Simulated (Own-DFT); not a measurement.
## Calculated data, SiC (2H silicon carbide, strained, atoms displaced)

Computed with Own-DFT development build. A calculation, not a measurement: plane-wave PBE density functional theory by an unreviewed code, no spin, of a simulated periodic cell, stress positive in tension, free energy of the whole cell less one offset for each atom, forces on such cells passed a denser k mesh, this cell's mesh not checked; offsets are fitted by least squares, one for each functional and potential file, so energies compare only between cells with the same atoms and settings and are not formation energies; the far tail of each file's local potential was reset to the Coulomb form; each entry is a single point on an unrelaxed cell, so the pressure reflects the starting lattice, mostly measured values (interpolated for alloys), from which strain is counted, and rises with the displacements; printed positions are rounded, which can move forces by about a meV/angstrom; the program, named Own-DFT, is a retired in-house code; no spin-orbit coupling.

```yaml
- formula: SiC
  kind: "2H silicon carbide, strained, atoms displaced"
  structure:
    cell_angstrom:
      - [9.3714, 0.1719, 0.0841]
      - [-4.5368, 7.8361, -0.0499]
      - [0.0915, -0.0099, 9.9947]
    atoms_fractional:
      - [Si, 0.00264, 0.99348, 0.99499]
      - [Si, 0.11928, 0.22685, 0.24826]
      - [C, 0.00496, 0.99656, 0.19778]
      - [C, 0.11053, 0.22337, 0.43749]
      - [Si, 0.00641, 0.00194, 0.50389]
      - [Si, 0.10717, 0.22121, 0.75282]
      - [C, 0.99752, 0.99975, 0.69028]
      - [C, 0.10737, 0.21868, 0.94158]
      - [Si, 0.98995, 0.32999, 0.0106]
      - [Si, 0.10879, 0.54793, 0.24868]
      - [C, 0.01347, 0.32876, 0.19523]
      - [C, 0.11187, 0.56395, 0.43198]
      - [Si, 0.99445, 0.3346, 0.49542]
      - [Si, 0.10365, 0.55079, 0.75323]
      - [C, 0.00122, 0.33467, 0.6815]
      - [C, 0.11959, 0.54805, 0.93227]
      - [Si, 0.99398, 0.66757, 0.99902]
      - [Si, 0.11559, 0.89837, 0.25289]
      - [C, 0.99313, 0.64726, 0.18393]
      - [C, 0.10748, 0.88829, 0.43678]
      - [Si, 0.99722, 0.65419, 0.50469]
      - [Si, 0.09977, 0.8828, 0.74983]
      - [C, 0.99745, 0.6586, 0.6853]
      - [C, 0.11069, 0.88375, 0.9398]
      - [Si, 0.33503, 0.99708, 0.99224]
      - [Si, 0.44841, 0.21983, 0.25381]
      - [C, 0.33378, 0.00112, 0.18807]
      - [C, 0.44694, 0.22106, 0.42968]
      - [Si, 0.34798, 0.00872, 0.49321]
      - [Si, 0.44399, 0.21606, 0.74821]
      - [C, 0.33836, 0.00479, 0.68681]
      - [C, 0.44444, 0.22085, 0.93995]
      - [Si, 0.32706, 0.33024, 0.00036]
      - [Si, 0.44403, 0.56084, 0.25649]
      - [C, 0.33379, 0.33126, 0.18746]
      - [C, 0.4502, 0.5629, 0.44758]
      - [Si, 0.33387, 0.33801, 0.50576]
      - [Si, 0.45088, 0.55569, 0.74892]
      - [C, 0.32661, 0.3303, 0.68624]
      - [C, 0.44162, 0.55819, 0.93711]
      - [Si, 0.32838, 0.67079, 0.9997]
      - [Si, 0.44398, 0.89271, 0.24864]
      - [C, 0.32177, 0.65189, 0.18087]
      - [C, 0.44537, 0.88806, 0.44306]
      - [Si, 0.33716, 0.66329, 0.49907]
      - [Si, 0.44907, 0.89596, 0.74959]
      - [C, 0.32033, 0.67064, 0.68223]
      - [C, 0.43367, 0.88085, 0.93406]
      - [Si, 0.66077, 0.99532, 0.00096]
      - [Si, 0.77551, 0.22717, 0.25437]
      - [C, 0.66477, 0.00011, 0.18229]
      - [C, 0.77088, 0.2226, 0.43389]
      - [Si, 0.66615, 0.00107, 0.50348]
      - [Si, 0.77459, 0.22353, 0.74296]
      - [C, 0.66603, 0.99828, 0.6947]
      - [C, 0.7748, 0.2267, 0.94373]
      - [Si, 0.65744, 0.31798, 0.0033]
      - [Si, 0.78283, 0.54376, 0.24613]
      - [C, 0.66474, 0.32886, 0.18851]
      - [C, 0.79487, 0.56348, 0.43517]
      - [Si, 0.67112, 0.33478, 0.50482]
      - [Si, 0.78033, 0.55476, 0.74632]
      - [C, 0.66374, 0.32594, 0.69546]
      - [C, 0.78295, 0.56613, 0.93327]
      - [Si, 0.6679, 0.66978, 0.99816]
      - [Si, 0.78865, 0.8969, 0.24301]
      - [C, 0.64547, 0.6586, 0.18177]
      - [C, 0.7833, 0.90157, 0.43092]
      - [Si, 0.66705, 0.66731, 0.4947]
      - [Si, 0.78045, 0.89505, 0.75053]
      - [C, 0.66292, 0.66642, 0.68194]
      - [C, 0.77348, 0.88151, 0.93678]
  settings:
    functional: PBE
    potential_files: "PseudoDojo norm-conserving, scalar-relativistic, standard set"
    "wave_cutoff [hartree]": 42.0
    occupations: Fermi-Dirac
    "smearing_width [eV]": 0.1
    hardware: "one NVIDIA H100"
    k_mesh: "4 x 4 x 3 centred on Gamma"
  results:
    "free_energy_of_cell_above_offsets [eV]": "-5.030"
    "pressure [GPa]": 6.65
    "stress_xx [GPa]": -0.69
    "stress_yy [GPa]": -7.92
    "stress_zz [GPa]": -11.35
    "stress_yz [GPa]": 0.25
    "stress_xz [GPa]": 3.22
    "stress_xy [GPa]": 8.88
    force_element: [Si, Si, C, C, Si, Si, C, C, Si, Si, C, C, Si, Si, C, C, Si, Si, C, C, Si, Si, C, C, Si, Si, C, C, Si, Si, C, C, Si, Si, C, C, Si, Si, C, C, Si, Si, C, C, Si, Si, C, C, Si, Si, C, C, Si, Si, C, C, Si, Si, C, C, Si, Si, C, C, Si, Si, C, C, Si, Si, C, C]
    "force_x [eV/angstrom]": [-1.58, 1.613, -1.287, 0.619, -1.368, 0.244, -0.13, -0.258, 1.463, 0.132, -4.2, 2.147, 0.973, 1.603, -1.1, -2.647, 1.644, 1.464, -0.237, 1.949, -0.16, 2.064, -1.001, 0.677, -1.482, -1.224, -0.136, 0.075, -2.66, -1.271, -1.013, -0.31, 0.39, -0.475, 0.591, 0.956, -0.188, -2.442, 1.102, 0.985, 1.16, 0.763, 0.058, 1.249, -2.94, -0.956, 2.021, 1.815, 0.016, 1.73, 0.188, 1.255, 0.142, 2.267, -0.228, 1.792, -1.295, -2.324, -0.304, -2.43, -1.465, -1.124, -1.251, 0.069, -1.274, -1.66, 3.672, 0.55, 1.143, 0.231, 1.282, 0.329]
    "force_y [eV/angstrom]": [0.634, -1.769, 1.063, 0.792, 0.054, 0.673, -0.175, -0.077, 0.343, 1.157, -0.061, -1.699, 0.119, 0.513, -1.007, 0.204, -1.801, -2.73, 2.275, -0.148, 3.22, 0.448, 0.551, 0.634, 0.336, 0.763, -0.438, 2.059, -1.852, 1.501, -1.291, -0.072, 1.032, -1.464, 0.298, -1.438, -1.193, 0.242, -0.059, -0.268, -2.307, -1.559, 2.273, 0.06, 1.15, -2.065, -0.374, 1.75, 0.302, -1.518, 0.366, -0.064, -0.457, -0.13, 0.631, -1.62, 3.079, 2.079, -0.457, -1.842, 0.589, 0.363, 1.323, -1.936, -2.167, -1.691, 1.647, -1.215, 1.485, -1.706, 0.304, 2.338]
    "force_z [eV/angstrom]": [1.676, 1.387, -3.171, 0.45, -1.33, -0.234, 0.091, -0.273, -1.454, -0.153, -1.039, 0.645, -0.439, -1.126, 0.883, 1.844, -0.11, 0.11, -0.087, 1.253, -1.493, -0.379, 1.116, -1.005, 1.593, -2.477, -0.698, 3.113, 1.543, 0.829, -0.486, -0.707, -0.081, -1.179, 0.859, -2.069, -1.81, 0.127, 1.489, -0.236, -0.77, 0.171, 2.133, -1.562, 0.77, -0.785, 1.304, 0.272, -1.126, -1.734, 1.554, 1.907, -0.834, 2.231, -1.17, -1.552, -0.486, 0.33, -0.13, 0.344, -0.898, 0.521, -1.835, 0.597, 0.005, 0.623, 1.402, 1.405, -0.08, -0.141, 0.503, 0.057]
    "wall_time [s]": 357.2
```
